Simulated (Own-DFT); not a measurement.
## Calculated data, SiC (4H silicon carbide, atoms displaced)

All values are calculated (Own-DFT development build). A calculation, not a measurement: plane-wave PBE density functional theory by an unreviewed code, no spin, of a simulated periodic cell, stress positive in tension, free energy of the whole cell less one offset for each atom, forces on such cells passed a denser k mesh, this cell's mesh not checked; offsets are fitted by least squares, one for each functional and potential file, so energies compare only between cells with the same atoms and settings and are not formation energies; the far tail of each file's local potential was reset to the Coulomb form; each entry is a single point on an unrelaxed cell, so the pressure reflects the starting lattice, mostly measured values (interpolated for alloys), from which strain is counted, and rises with the displacements; printed positions are rounded, which can move forces by about a meV/angstrom; the program, named Own-DFT, is a retired in-house code; no spin-orbit coupling; before rounding, a Quantum ESPRESSO 7.3.1 run of the same cell and cutoff gave forces within 1 meV/angstrom rms on each cell, which checks the program and not the settings.

## SiC (4H silicon carbide, atoms displaced)

```
cell vectors (Å)
   6.1654     0.0000     0.0000
  -3.0827     5.3394     0.0000
   0.0000     0.0000    10.0681
atoms (fractions of the cell vectors)
Si  0.00184  0.00562  0.41990
Si  0.15678  0.32241  0.15922
C   0.99501  0.98519  0.09647
C   0.14960  0.32341  0.34112
Si  0.00439  0.49751  0.40209
Si  0.16812  0.83416  0.16076
C   0.99583  0.47425  0.09540
C   0.16966  0.83483  0.35761
Si  0.50406  0.00485  0.39424
Si  0.66563  0.34165  0.15806
C   0.49925  0.99772  0.09373
C   0.68525  0.35075  0.34390
Si  0.48780  0.51539  0.40158
Si  0.65283  0.82809  0.15122
C   0.50425  0.52993  0.09446
C   0.66863  0.83176  0.33925
Si  0.99585  0.00983  0.91005
Si  0.82560  0.67079  0.66282
C   0.98608  0.98269  0.60160
C   0.83961  0.67884  0.84445
Si  0.00122  0.48667  0.90711
Si  0.83001  0.17852  0.66115
C   0.01624  0.52105  0.60260
C   0.82748  0.17545  0.84159
Si  0.49145  0.00032  0.90395
Si  0.32477  0.64902  0.65321
C   0.51131  0.02453  0.58041
C   0.32255  0.65172  0.84718
Si  0.49840  0.50704  0.89819
Si  0.31106  0.15153  0.64986
C   0.48889  0.49547  0.60562
C   0.32584  0.16217  0.84916
```

| Property | Result |
| --- | --- |
| functional | PBE |
| potential files | PseudoDojo norm-conserving, scalar-relativistic, standard set |
| wave cutoff | 42 hartree |
| occupations | Fermi-Dirac |
| smearing width | 0.1 eV |
| k mesh | 5 x 5 x 3 centred on Gamma |
| free energy of cell above offsets | -2.002 eV |
| pressure | 5.75 GPa |
| stress xx | -6.53 GPa |
| stress yy | -6.19 GPa |
| stress zz | -4.54 GPa |
| stress yz | -0.41 GPa |
| stress xz | -1.14 GPa |
| stress xy | -0.48 GPa |

Force:
```csv
element,x (eV/Å),y (eV/Å),z (eV/Å)
Si,-0.379,-1.523,-2.096
Si,1.358,-0.184,-1.107
C,-0.612,1.152,-0.141
C,1.666,0.367,1.441
Si,-0.892,1.183,2.237
Si,0.109,-1.345,-0.142
C,-1.68,2.28,-0.39
C,-0.61,0.355,-2.306
Si,0.676,0.987,1.566
Si,0.029,0.068,-0.766
C,-1.279,1.151,-0.004
C,-2.621,-1.022,-0.279
Si,2.113,-1.829,1.283
Si,1.583,3.179,1.765
C,0.539,-5.99,-1.381
C,-0.367,1.266,0.561
Si,0.604,-0.991,-0.246
Si,0.859,-1.886,-0.197
C,-1.653,2.48,-0.913
C,-0.062,-0.92,1.122
Si,-1.79,2.093,0.779
Si,0.033,-0.191,-1.775
C,-2.5,-2.62,-2.234
C,0.084,-1.905,1.03
Si,0.254,-0.856,0.492
Si,0.166,3.895,1.709
C,0.089,-1.791,1.893
C,-0.209,2.176,-1.344
Si,1.391,-0.723,1.774
Si,2.289,1.081,1.716
C,1.082,-0.636,-2.748
C,-0.272,0.702,-1.298
```
